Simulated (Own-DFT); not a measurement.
# Energy and forces against displacement in rutile TiO2, 72 atoms (O48Ti24)

All numbers below are calculated, not measured. They come from Own-DFT, an in-house plane-wave density functional program, since retired, whose code no person has reviewed. Each row is one single-point run on a periodic cell that was not relaxed, without spin or spin-orbit coupling.

Settings of every run: PBE; PseudoDojo norm-conserving scalar-relativistic files; cutoff 72 hartree; 3 x 3 x 3 k mesh centred on Gamma; Fermi-Dirac smearing of 0.1 eV.

Known limits: oxygen file: force components 24 meV/angstrom off all-electron in a glass; forces on such cells passed a denser k mesh, each cell not checked; stress not checked against mesh or cutoff.

Cell vectors in Å: (9.187, 0.000, 0.000); (0.000, 9.187, 0.000); (0.000, 0.000, 8.876). In each run every atom was moved at random and independently from its ideal site; u is the rms move along one axis. E is the free energy for each atom above the fitted value at u = 0, and F the rms of the force components.

| run | u (Å) | E (meV/atom) | F (eV/Å) | largest force (eV/Å) | P (GPa) |
|---|---|---|---|---|---|
| 1 | 0.0196 | 8.6 | 0.375 | 1.74 | 5.01 |
| 2 | 0.0204 | 8.9 | 0.381 | 1.46 | 4.78 |
| 3 | 0.0226 | 10.4 | 0.417 | 1.77 | 4.74 |
| 4 | 0.0497 | ? | ? | ? | ? |
| 5 | 0.0507 | 52.0 | 0.981 | 4.18 | 6.22 |
| 6 | 0.0520 | 53.8 | 0.993 | 6.05 | 6.83 |
| 7 | 0.0787 | 122.9 | 1.455 | 5.27 | 10.16 |
| 8 | 0.0808 | 147.0 | 1.823 | 7.23 | 11.19 |
| 9 | 0.0835 | 156.0 | 1.868 | 8.03 | 10.75 |
| 10 | 0.1218 | 309.5 | 2.499 | 10.47 | 14.40 |

## Worked fit

For small independent moves the energy grows as E = (3/2) K u², with K the mean stiffness felt by one atom. The runs with u up to 0.11 Å give K = 14.1 ± 0.4 eV/Å², with residuals divided by u² + 0.0006 Å², since the noise grows with the moves. The scatter is 3.1 meV/atom at u = 0.05 Å. The forces follow F = G u with G = 19.8 eV/Å²; no force at u = 0 is resolved. G exceeds K because the moves of its neighbours add to the force on an atom, and stiffness differs between atoms. The pressure follows P = 4.30 + 963 u² GPa: at fixed volume, shortened bonds push harder than stretched ones pull.

## Withheld run

Question: what energy and rms force should run 4 give?

The fit gives 52 ± 3 meV/atom and about 0.98 eV/Å. The calculation gave 56.8 meV/atom and 1.080 eV/Å.
